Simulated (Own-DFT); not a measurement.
Simulation results for AlGa$_{3}$N$_{4}$ (wurtzite random alloy, strained, atoms displaced)

Computed with Own-DFT development build. A calculation, not a measurement: plane-wave PBEsol density functional theory by an unreviewed code, no spin, of a simulated periodic cell, stress positive in tension, free energy of the whole cell less one offset for each atom, forces on such cells passed a denser k mesh, this cell's mesh not checked; offsets are fitted by least squares, one for each functional and potential file, so energies compare only between cells with the same atoms and settings and are not formation energies; the far tail of each file's local potential was reset to the Coulomb form; each entry is a single point on an unrelaxed cell, so the pressure reflects the starting lattice, mostly measured values, from which strain is counted, and rises with the displacements; printed positions are rounded, which can move forces by about a meV/angstrom; the program is a retired in-house code; no spin-orbit coupling.

Common to all runs: functional PBEsol; potential files PseudoDojo norm-conserving, scalar-relativistic, made for PBE, standard set; wave cutoff 42 hartree; occupations Fermi-Dirac; smearing width 0.1 eV; hardware one NVIDIA H200; k mesh 4 x 4 x 3 centred on Gamma.

(1) AlGa$_{3}$N$_{4}$ (wurtzite random alloy, strained, atoms displaced)

```
cell vectors (Å)
   9.4617     0.0000     0.0000
  -4.7309     8.1941     0.0000
   0.0000     0.0000    10.2685
atoms (fractions of the cell vectors)
Ga  0.11114  0.21912  0.99730
Ga  0.22221  0.11267  0.24541
N   0.10529  0.21990  0.18343
N   0.22774  0.10918  0.44300
Ga  0.10683  0.22206  0.49932
Al  0.22032  0.10703  0.74147
N   0.10823  0.21688  0.69632
N   0.22589  0.10953  0.93307
Ga  0.12317  0.54987  0.00979
Al  0.21376  0.44600  0.25269
N   0.11807  0.56585  0.18023
N   0.22839  0.44399  0.45041
Al  0.13317  0.56754  0.49978
Al  0.22642  0.44526  0.74760
N   0.10651  0.54599  0.70084
N   0.22405  0.44326  0.93764
Ga  0.10952  0.89566  0.00573
Ga  0.22234  0.77727  0.24487
N   0.11296  0.89215  0.18544
N   0.22177  0.78366  0.44145
Al  0.11095  0.89514  0.49860
Ga  0.22153  0.77808  0.74577
N   0.11463  0.89590  0.68698
N   0.22186  0.78143  0.94630
Al  0.43391  0.21653  0.99937
Ga  0.54838  0.11412  0.25350
N   0.44178  0.22227  0.19124
N   0.55615  0.11767  0.44317
Ga  0.45357  0.22463  0.50594
Ga  0.55077  0.09839  0.75257
N   0.43941  0.22792  0.68228
N   0.56436  0.12356  0.93750
Ga  0.44548  0.54951  0.00740
Ga  0.56488  0.44563  0.25248
N   0.43972  0.55701  0.19484
N   0.55405  0.44624  0.43420
Ga  0.44842  0.54837  0.49998
Ga  0.56440  0.44298  0.75358
N   0.43551  0.55621  0.68231
N   0.56791  0.44925  0.94077
Ga  0.44965  0.89040  0.99772
Ga  0.55280  0.76619  0.25104
N   0.43760  0.87608  0.19835
N   0.55030  0.75953  0.43796
Ga  0.45134  0.89788  0.50014
Ga  0.55095  0.77020  0.74953
N   0.43586  0.88035  0.68941
N   0.55847  0.78181  0.94391
Ga  0.77576  0.22834  0.99541
Al  0.88395  0.11621  0.24979
N   0.78569  0.22834  0.18965
N   0.89054  0.11466  0.44024
Ga  0.78056  0.22270  0.49982
Ga  0.88429  0.11093  0.74122
N   0.77214  0.22358  0.69447
N   0.89142  0.10815  0.94088
Ga  0.78227  0.56187  0.99467
Al  0.87733  0.44846  0.25084
N   0.78221  0.55076  0.19162
N   0.87953  0.43998  0.44355
Al  0.78098  0.55658  0.49997
Ga  0.88927  0.44553  0.74798
N   0.77662  0.56295  0.69523
N   0.89409  0.44256  0.94727
Ga  0.78052  0.88855  0.99416
Ga  0.89752  0.78154  0.25236
N   0.77478  0.87607  0.18937
N   0.88993  0.78618  0.44207
Ga  0.78629  0.88866  0.50068
Ga  0.88630  0.77713  0.75391
N   0.77146  0.88536  0.68216
N   0.89060  0.77418  0.95055
```

It finds free energy of cell above offsets -4.771 eV; pressure 4.87 GPa; stress xx -6.04 GPa; stress yy -6 GPa; stress zz -2.58 GPa; stress yz -0.24 GPa; stress xz 0.65 GPa; stress xy -0.3 GPa; wall time 708.4 s.

Force:
```tsv
element	x (eV/Å)	y (eV/Å)	z (eV/Å)
Ga	-0.08	0.235	-0.462
Ga	-0.664	0.201	1.478
N	-0.344	0.827	1.641
N	-0.905	0.419	-0.742
Ga	1.517	-0.271	0.904
Al	-0.143	1.08	1.014
N	0.329	0.913	-0.886
N	-0.225	0.471	-0.451
Ga	-1.75	0.999	-3.498
Al	1.03	-0.356	0.004
N	-0.796	-2.293	4.543
N	-1.815	0.127	-2.347
Al	-1.849	-0.937	1.026
Al	-0.569	-0.977	0.806
N	0.957	1.219	-2.388
N	1.31	-0.286	-0.852
Ga	1.275	-0.724	-1.389
Ga	-0.677	0.505	1.078
N	0.27	0.013	1.388
N	-0.123	-0.514	-0.011
Al	0.514	-0.575	0.363
Ga	-1.089	-0.871	1.781
N	-0.449	-1.139	-0.52
N	0.408	-0.218	-1.037
Al	1.676	1.071	0.122
Ga	1.706	-1.11	-0.415
N	0.018	0.414	-1.708
N	1.356	-0.715	-0.702
Ga	-1.689	0.666	-1.459
Ga	-0.848	1.239	-0.276
N	0.713	-0.871	2.484
N	-2.036	-1.461	0.425
Ga	-0.231	0.652	-0.501
Ga	-1.527	0.164	-0.693
N	0.107	-2.852	-0.559
N	2.482	-0.396	1.214
Ga	-0.453	0.368	0.384
Ga	-2.161	-0.175	-0.095
N	1.324	-0.801	1.572
N	-1.782	-1.758	0.24
Ga	-1.113	0.38	1.123
Ga	0.177	1.9	0.567
N	0.994	2.475	-1.247
N	-0.308	3.026	0.454
Ga	0.424	-1.645	-0.535
Ga	-0.042	0.293	0.353
N	1.083	0.834	-0.412
N	0.316	-1.261	-1.17
Ga	1.808	-0.762	1.193
Al	1.062	-1.549	-0.39
N	-1.349	0.03	0.468
N	-0.298	-0.679	-1.156
Ga	-0.504	0.033	0.707
Ga	0.396	-0.245	1.619
N	0.059	-0.442	-1.125
N	-0.935	0.384	-1.071
Ga	1.603	-1.78	1.695
Al	3.604	-1.48	0.66
N	-1.693	1.784	-0.889
N	1.403	1.937	-0.943
Al	-0.884	0.497	0.304
Ga	-0.366	-0.06	1.507
N	1.226	-0.668	-2.013
N	-0.14	1.627	-1.388
Ga	-0.343	0.161	1.61
Ga	-0.927	-0.496	-0.13
N	-0.401	2.052	0.088
N	2.696	-1.984	-0.312
Ga	-2.737	0.184	-0.658
Ga	0.424	1.409	0.3
N	0.267	0.182	1.566
N	-0.289	1.578	-2.251
```

(2) AlGa$_{3}$N$_{4}$ (wurtzite random alloy, strained, atoms displaced)

```
cell vectors (Å)
   9.4617     0.0000     0.0000
  -4.7309     8.1941     0.0000
   0.0000     0.0000    10.2685
atoms (fractions of the cell vectors)
Ga  0.11241  0.21957  0.99961
Ga  0.21932  0.11295  0.24818
N   0.11529  0.22932  0.18949
N   0.22770  0.11739  0.44104
Al  0.11163  0.21723  0.49597
Al  0.23237  0.11976  0.75142
N   0.11743  0.22547  0.68441
N   0.21848  0.10970  0.94745
Ga  0.11116  0.56034  0.00852
Ga  0.22826  0.44960  0.25092
N   0.11275  0.55873  0.17694
N   0.23411  0.45766  0.44192
Al  0.11887  0.56487  0.49752
Ga  0.21717  0.44179  0.74978
N   0.10647  0.55300  0.68366
N   0.22553  0.45108  0.94470
Ga  0.11490  0.89248  0.00363
Ga  0.22168  0.77669  0.25561
N   0.10918  0.88639  0.19275
N   0.22404  0.77894  0.43638
Ga  0.10530  0.89214  0.49757
Ga  0.22228  0.76727  0.74757
N   0.11003  0.88649  0.68732
N   0.22603  0.77957  0.93538
Ga  0.44386  0.22659  0.00529
Ga  0.55216  0.10981  0.25111
N   0.44439  0.22322  0.18752
N   0.54849  0.11654  0.44030
Al  0.44206  0.21627  0.49996
Ga  0.55765  0.11117  0.74365
N   0.43789  0.21086  0.68892
N   0.55007  0.09801  0.93793
Ga  0.44001  0.55037  0.00458
Ga  0.56070  0.44963  0.24178
N   0.44142  0.54390  0.19078
N   0.55302  0.44121  0.43603
Al  0.45019  0.55996  0.50455
Ga  0.54877  0.44151  0.74218
N   0.44476  0.55394  0.69505
N   0.55354  0.43861  0.94401
Ga  0.44643  0.89921  0.00614
Ga  0.56046  0.78168  0.24321
N   0.44639  0.87594  0.19968
N   0.56320  0.78013  0.44235
Ga  0.44412  0.88483  0.49309
Ga  0.55547  0.77786  0.74975
N   0.45316  0.88281  0.69356
N   0.54675  0.77124  0.94165
Al  0.77631  0.22791  0.99770
Ga  0.89831  0.11201  0.25081
N   0.77761  0.21745  0.18272
N   0.89436  0.11937  0.44255
Ga  0.77667  0.22181  0.48388
Ga  0.89693  0.11579  0.74827
N   0.78793  0.23085  0.69027
N   0.89050  0.11510  0.93657
Ga  0.77607  0.56323  0.00748
Ga  0.89028  0.44427  0.24238
N   0.77052  0.54252  0.17616
N   0.89633  0.44060  0.43551
Ga  0.77836  0.55252  0.49676
Al  0.89115  0.44117  0.75184
N   0.78113  0.55326  0.68524
N   0.89530  0.44206  0.93551
Al  0.78132  0.90142  0.99189
Al  0.89771  0.78215  0.25375
N   0.77109  0.89045  0.18527
N   0.88278  0.78135  0.43918
Ga  0.77758  0.88833  0.50426
Ga  0.89272  0.77961  0.75875
N   0.78247  0.88567  0.69482
N   0.87551  0.78020  0.94750
```

It finds free energy of cell above offsets -5.748 eV; pressure 4.41 GPa; stress xx -5.85 GPa; stress yy -3.98 GPa; stress zz -3.38 GPa; stress yz 1.06 GPa; stress xz -0.08 GPa; stress xy 0.48 GPa; wall time 704 s.

Force:
```tsv
element	x (eV/Å)	y (eV/Å)	z (eV/Å)
Ga	-1.278	1.377	0.109
Ga	0.825	0.294	0.477
N	0.109	-0.486	-0.014
N	-0.482	-0.424	-0.516
Al	-0.216	1.998	0.723
Al	-1.428	-1.929	0.395
N	0.859	-0.82	-0.165
N	0.902	0.29	-2.065
Ga	0.411	-0.052	-4.428
Ga	-0.774	0.035	0.617
N	0.135	-0.02	4.932
N	-0.528	-1.073	0.159
Al	-0.061	-1.497	0.355
Ga	0.19	0.695	0.662
N	0.135	-0.421	-0.371
N	-0.61	-1.386	-1.044
Ga	-0.314	-1.316	-0.633
Ga	0.356	-0.239	-1.268
N	0.052	0.203	0.079
N	-0.965	-0.171	1.058
Ga	0.782	-0.216	0.843
Ga	-0.3	1.454	0.252
N	0.548	1.175	0.575
N	-0.879	0.137	0.832
Ga	0.851	-1.209	-1.017
Ga	0.506	-0.057	-0.388
N	-0.049	-0.727	0.864
N	1.336	-1.068	-0.361
Al	-0.822	1.619	0.359
Ga	0.98	-0.473	0.865
N	0.156	1.099	-1.043
N	0.135	3.864	-0.358
Ga	0.571	0.782	-0.723
Ga	-0.087	-1.288	1.83
N	-0.356	1.993	-0.294
N	-0.127	-0.083	0.664
Al	0.239	-0.317	-0.383
Ga	1.9	-0.116	1.438
N	-0.798	0.184	-1.774
N	-0.111	0.889	-1.418
Ga	0.654	-3.189	0.162
Ga	1.391	-2.283	1.691
N	-3.127	2.224	-1.281
N	-0.664	-0.85	-0.613
Ga	0.451	0.646	1.325
Ga	1.595	-0.734	1.57
N	-2.465	1.123	-2.054
N	1.037	1.342	0.316
Al	0.396	-0.893	-0.446
Ga	-1.425	-0.302	-0.175
N	-0.204	0.155	0.373
N	1.025	-1.15	-0.631
Ga	-0.365	0.137	2.265
Ga	-0.517	-0.37	-0.122
N	-0.64	-0.999	-0.982
N	-0.507	0.322	0.46
Ga	0.545	-0.879	-4.189
Ga	0.276	-0.596	0.458
N	1.035	2.224	4.472
N	-0.25	1.869	-0.756
Ga	0.013	-0.219	0.312
Al	-0.634	0.911	-0.286
N	-0.07	-0.255	0.857
N	-1.308	0.339	0.149
Al	-1.559	-1.292	1.096
Al	-2.119	-0.811	-0.862
N	3.038	0.246	-0.537
N	1.418	-0.729	-1.446
Ga	-0.301	0.963	0.648
Ga	0.259	-0.904	-0.531
N	-0.595	0.71	-0.542
N	1.823	0.547	-0.525
```

(3) AlGa$_{3}$N$_{4}$ (wurtzite random alloy, strained, atoms displaced)

```
cell vectors (Å)
   9.4617     0.0000     0.0000
  -4.7309     8.1941     0.0000
   0.0000     0.0000    10.2685
atoms (fractions of the cell vectors)
Ga  0.10791  0.21773  0.00390
Ga  0.23541  0.12391  0.24697
N   0.11603  0.22288  0.18861
N   0.22231  0.10785  0.43178
Ga  0.10200  0.21558  0.50646
Al  0.22295  0.10907  0.74518
N   0.11956  0.22826  0.68915
N   0.21359  0.09404  0.94279
Ga  0.10610  0.55675  0.00423
Ga  0.21523  0.43692  0.25046
N   0.12254  0.55754  0.19319
N   0.22718  0.43769  0.44521
Ga  0.10488  0.55625  0.49872
Ga  0.22251  0.44624  0.75157
N   0.11130  0.55566  0.69071
N   0.22355  0.44851  0.93137
Al  0.10910  0.88235  0.99998
Ga  0.21988  0.77807  0.25395
N   0.11194  0.88760  0.20020
N   0.21912  0.77567  0.44054
Ga  0.11949  0.89003  0.49342
Ga  0.22178  0.77490  0.74777
N   0.10802  0.89895  0.68483
N   0.21985  0.77481  0.93464
Ga  0.44014  0.21891  0.00752
Ga  0.55340  0.10211  0.25017
N   0.44128  0.22150  0.18380
N   0.55791  0.11451  0.44005
Al  0.44990  0.22519  0.50353
Ga  0.55636  0.11239  0.74587
N   0.44392  0.21121  0.69456
N   0.55655  0.10929  0.94514
Ga  0.44587  0.55434  0.99812
Al  0.54943  0.43579  0.24986
N   0.44013  0.55361  0.20105
N   0.56336  0.44505  0.43683
Al  0.44520  0.55302  0.50146
Al  0.55802  0.44211  0.75612
N   0.44496  0.55672  0.68192
N   0.55321  0.44627  0.94018
Ga  0.44493  0.89892  0.00095
Al  0.55137  0.78157  0.25608
N   0.45213  0.89047  0.18620
N   0.54894  0.77867  0.43833
Ga  0.44636  0.88815  0.49920
Ga  0.56237  0.78328  0.75283
N   0.44533  0.89603  0.69050
N   0.55849  0.78377  0.93858
Ga  0.77538  0.22139  0.99446
Ga  0.89622  0.11684  0.25144
N   0.78554  0.22441  0.18867
N   0.89802  0.11736  0.43435
Al  0.77459  0.22259  0.50178
Ga  0.88953  0.11607  0.75486
N   0.77724  0.22331  0.68450
N   0.89130  0.11081  0.93311
Ga  0.77782  0.55607  0.00357
Ga  0.88687  0.44118  0.24898
N   0.78055  0.56333  0.18916
N   0.89656  0.45474  0.43958
Ga  0.78062  0.56641  0.50235
Ga  0.89864  0.44653  0.74990
N   0.77327  0.54012  0.68352
N   0.89534  0.45423  0.94396
Al  0.77743  0.89142  0.00302
Ga  0.88780  0.77311  0.25384
N   0.77779  0.88810  0.18167
N   0.88512  0.77658  0.42924
Ga  0.77348  0.88990  0.49972
Ga  0.90447  0.78564  0.74536
N   0.77768  0.88188  0.68619
N   0.89086  0.77503  0.93315
```

The calculation gives: free energy of cell above offsets -6.113 eV; pressure 4.37 GPa; stress xx -4.17 GPa; stress yy -3.92 GPa; stress zz -5.01 GPa; stress yz -0.06 GPa; stress xz -0.39 GPa; stress xy -0.73 GPa; wall time 710.9 s.

Force:
```tsv
element	x (eV/Å)	y (eV/Å)	z (eV/Å)
Ga	0.654	0.606	-1.158
Ga	-1.565	-2.364	0.898
N	-0.476	-0.366	-0.419
N	0.832	1.377	1.533
Ga	1.985	0.931	-0.653
Al	-0.233	0.677	1.35
N	-0.185	-1.367	0.916
N	0.071	1.499	-1.131
Ga	2.017	0.375	0.143
Ga	1.091	0.792	1.468
N	-1.89	0.005	-0.589
N	-0.954	0.722	-0.485
Ga	2.411	-0.404	0.559
Ga	0.771	0.406	-1.113
N	0.402	0.403	-0.894
N	-0.108	-0.718	2.152
Al	-0.281	-0.555	0.817
Ga	0.891	-0.085	-0.406
N	-0.063	0.66	-2.396
N	1.414	0.074	-0.016
Ga	-1.967	0.4	0.296
Ga	-0.292	0.904	0.127
N	2.652	-0.098	-0.984
N	-0.269	0.803	0.927
Ga	-0.155	0.001	-2.649
Ga	0.21	1.63	0.128
N	2.167	0.987	1.683
N	-0.011	0.178	0.098
Al	-0.76	-0.113	-0.31
Ga	0.935	-0.265	1.517
N	-2.079	2.182	-1.155
N	-0.722	1.591	-1.49
Ga	-1.221	1.007	1.151
Al	0.266	1.747	0.284
N	1.174	0.484	-1.103
N	-1.389	-0.779	0.003
Al	0.077	-0.081	-0.843
Al	-0.493	0.149	-1.205
N	1.105	-0.233	1.232
N	0.939	-0.987	-0.535
Ga	0.407	-2.455	-0.312
Al	1.513	-0.993	-1.255
N	-0.96	-0.776	0.753
N	1.148	-0.89	-0.25
Ga	-1.06	0.393	0.828
Ga	-0.651	-0.85	-0.42
N	0.572	-1.279	-0.522
N	0.321	-0.023	0.61
Ga	0.894	0.701	0.93
Ga	0.081	-1.286	-0.699
N	-1.01	-0.472	-0.483
N	-2.585	-0.78	1.054
Al	0.921	0.861	-0.971
Ga	0.8	-0.699	-1.928
N	0.616	-0.109	0.175
N	-0.602	-0.477	1.816
Ga	-0.409	0.541	-0.428
Ga	0.169	1.171	0.391
N	-0.488	-2.569	0.05
N	-1.472	-2.273	-0.383
Ga	0.521	-1.042	-0.602
Ga	-1.445	-0.306	0.483
N	-0.534	1.248	1.627
N	-0.828	-1.899	-1.087
Al	0.533	-0.585	-1.191
Ga	-0.557	1.426	-1.729
N	-0.696	0.104	1.378
N	0.058	1.069	2.862
Ga	0.671	0.084	-0.458
Ga	-2.344	-2.251	0.877
N	0.014	1.328	0.07
N	-0.546	0.915	1.064
```

(4) AlGa$_{3}$N$_{4}$ (wurtzite random alloy, strained, atoms displaced)

```
cell vectors (Å)
   9.4617     0.0000     0.0000
  -4.7309     8.1941     0.0000
   0.0000     0.0000    10.2685
atoms (fractions of the cell vectors)
Al  0.11365  0.21131  0.00389
Ga  0.22559  0.10931  0.25503
N   0.10988  0.22096  0.18202
N   0.22417  0.10918  0.44326
Al  0.11608  0.22530  0.50002
Al  0.22629  0.11685  0.74656
N   0.12105  0.22265  0.69007
N   0.21087  0.10749  0.93921
Ga  0.11159  0.55447  0.00662
Al  0.23099  0.45186  0.23961
N   0.11682  0.55816  0.18922
N   0.22497  0.43933  0.44261
Ga  0.10744  0.54893  0.49744
Al  0.21582  0.43734  0.74797
N   0.11057  0.55010  0.67998
N   0.21967  0.45010  0.93905
Ga  0.11372  0.88432  0.00115
Ga  0.23094  0.78258  0.25570
N   0.10029  0.87753  0.18991
N   0.21834  0.77036  0.44341
Ga  0.11014  0.88118  0.50371
Ga  0.21052  0.76716  0.74770
N   0.10241  0.88006  0.69668
N   0.21905  0.77311  0.93672
Ga  0.44059  0.22255  0.99491
Ga  0.55363  0.11373  0.25549
N   0.44285  0.23685  0.18849
N   0.55930  0.11707  0.43795
Ga  0.44319  0.21951  0.49863
Ga  0.55278  0.10847  0.75027
N   0.43564  0.21193  0.69470
N   0.56067  0.11270  0.93498
Ga  0.44042  0.55010  0.99354
Ga  0.56529  0.44210  0.25052
N   0.44940  0.55538  0.19638
N   0.55217  0.44406  0.43805
Ga  0.45268  0.57198  0.49205
Ga  0.54910  0.44599  0.74172
N   0.44934  0.56292  0.68928
N   0.55993  0.44985  0.93855
Ga  0.44799  0.89281  0.00034
Ga  0.55217  0.77300  0.26064
N   0.44046  0.87980  0.19044
N   0.55788  0.77878  0.43731
Ga  0.44428  0.90018  0.50467
Ga  0.55556  0.77827  0.75215
N   0.44327  0.89315  0.69436
N   0.55515  0.77788  0.93715
Al  0.78141  0.22434  0.00587
Ga  0.88155  0.10792  0.24915
N   0.77477  0.21801  0.18350
N   0.88905  0.12009  0.44846
Ga  0.78503  0.22886  0.50182
Ga  0.88929  0.10763  0.74348
N   0.77739  0.22361  0.68530
N   0.88623  0.11870  0.94252
Al  0.78018  0.55795  0.99998
Ga  0.89247  0.45186  0.24732
N   0.79062  0.57197  0.18684
N   0.89193  0.44875  0.43567
Al  0.78297  0.55281  0.49889
Al  0.88992  0.45090  0.74415
N   0.77604  0.55362  0.68192
N   0.87728  0.44757  0.93530
Ga  0.78329  0.88500  0.99423
Ga  0.88698  0.78342  0.25045
N   0.77787  0.88882  0.18533
N   0.88393  0.78255  0.44164
Ga  0.77236  0.88127  0.50016
Ga  0.89948  0.77686  0.76697
N   0.78033  0.88876  0.68866
N   0.89534  0.77506  0.94701
```

The calculation gives: free energy of cell above offsets -6.366 eV; pressure 4.09 GPa; stress xx -4.97 GPa; stress yy -3.9 GPa; stress zz -3.41 GPa; stress yz -0.35 GPa; stress xz 0.92 GPa; stress xy 0.98 GPa; wall time 683.2 s.

Force:
```tsv
element	x (eV/Å)	y (eV/Å)	z (eV/Å)
Al	-2.738	1.593	-0.694
Ga	-1.206	-0.188	-0.72
N	0.213	0.621	1.492
N	-0.968	-0.444	0.02
Al	-0.169	-0.585	0.124
Al	-0.547	-2.036	1.187
N	-0.824	0.197	-0.832
N	1.82	-0.224	-1.305
Ga	-1.135	0.08	-1.219
Al	-0.196	-1.699	1.384
N	0.202	-0.262	0.931
N	-0.349	0.509	-1.59
Ga	1.167	-0.153	-0.407
Al	0.517	1.253	0.263
N	-0.388	-0.743	1.755
N	0.698	-2.106	-0.919
Ga	0.377	0.558	0.637
Ga	-1.63	-0.826	-0.335
N	1.911	1.764	0.237
N	0.528	0.977	-0.259
Ga	-1.259	0.44	0.256
Ga	1.301	0.584	0.517
N	1.245	2.248	-1.148
N	0.573	0.294	0.196
Ga	0.547	0.052	0.161
Ga	0.041	-0.207	-1.719
N	1.275	-2.859	-0.758
N	0.147	-0.206	0.435
Ga	-0.184	1.07	0.907
Ga	0.683	0.961	0.288
N	0.331	1.26	-1.1
N	-0.301	0.463	1.457
Ga	0.087	1.06	1.154
Ga	-0.682	2.156	0.344
N	-0.25	-0.175	-1.125
N	1.544	0.444	0.671
Ga	-0.131	-3.337	1.638
Ga	1.332	-0.359	0.764
N	-1.681	-1.018	-0.685
N	0.345	-0.288	-0.405
Ga	-0.05	-0.512	-0.218
Ga	0.685	0.552	-2.889
N	0.431	1.789	-0.055
N	-1.292	2.266	1.118
Ga	0.635	-1.128	0.249
Ga	0.089	0.643	-0.184
N	-0.129	-1.317	-1.039
N	0.424	-0.067	0.598
Al	-0.919	0.377	-1.945
Ga	1.049	0.462	0.508
N	-0.783	1.017	1.087
N	1.988	-1.225	-1.38
Ga	-0.998	0.066	-0.018
Ga	-0.324	0.828	1.105
N	0.052	0.799	0.92
N	1.674	-0.577	-0.619
Al	-0.628	-0.391	0.433
Ga	0.302	-0.546	-0.188
N	-0.383	-2.228	-0.674
N	-0.838	-0.095	-0.22
Al	-1.646	0.802	-0.23
Al	-0.062	-1.207	0.77
N	0.49	0.156	0.476
N	1.656	-0.7	-0.066
Ga	-1.574	1.046	0.705
Ga	-0.112	0.25	0.93
N	-0.915	-0.038	0.352
N	1.854	-1.671	-0.508
Ga	0.052	1.971	1.027
Ga	-2.465	-0.911	-2.19
N	0.253	-0.765	0.601
N	-0.76	-0.514	-0.054
```
